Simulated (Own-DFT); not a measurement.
# A change of arrangement and its cost: Al2C36Si34, 72 atoms

Calculated results; nothing here was measured. The program, named Own-DFT, is a retired in-house plane-wave density functional code that no person has reviewed. Each row is one single-point run on a periodic cell that was not relaxed, without spin or spin-orbit coupling.

Settings of every run: PBE; PseudoDojo norm-conserving scalar-relativistic files; cutoff 42 hartree; 4 x 4 x 3 k mesh centred on Gamma; Fermi-Dirac smearing of 0.1 eV.

Known limits: not probed for a lower state with spin; forces on such cells passed a denser k mesh, each cell not checked; stress not checked against mesh or cutoff.

All cells hold the same atoms in the same cell, with vectors in Å (9.248, 0.000, 0.000); (-4.624, 8.009, 0.000); (0.000, 0.000, 10.068). Every atom was moved at random from its ideal site; u is the rms move along one axis. The defect's site can differ from row to row. E is the free energy of the cell above the lowest run. The arrangements:

- A: 4H SiC, with two Al on a Si site each, 3.1 Å apart
- B: 2H SiC, with two Al on a Si site each, 3.1 Å apart

| arrangement | u (Å) | E (eV) | P (GPa) |
|---|---|---|---|
| A | 0.0303 | 0.000 | 5.63 |
| A | 0.0306 | 0.519 | 5.85 |
| A | 0.0318 | 0.373 | 5.81 |
| A | 0.0506 | 3.804 | 6.95 |
| A | 0.0508 | 4.768 | 7.21 |
| A | 0.0533 | 5.481 | 7.54 |
| B | 0.0289 | 0.505 | 5.86 |
| B | 0.0304 | 0.534 | 5.92 |
| B | 0.0311 | 0.585 | 6.01 |
| B | 0.0500 | 4.859 | 7.42 |
| B | 0.0523 | 5.428 | 7.55 |
| B | 0.0528 | 6.296 | 7.85 |

Question: once the cost of the random moves is taken out, how do the arrangements rank?

## Worked answer

Fit E = a + b u², with one b for all and one a for each arrangement, and with residuals divided by u², since the noise grows with the moves. Then b = 2685 eV/Å², the scatter at u = 0.04 Å is 0.31 eV, and against A:

- B: 0.43 ± 0.14 eV (higher)

These are energies of unrelaxed cells. Relaxing the atoms lowers the strained arrangements most, so the gaps would shrink and small ones could change sign.
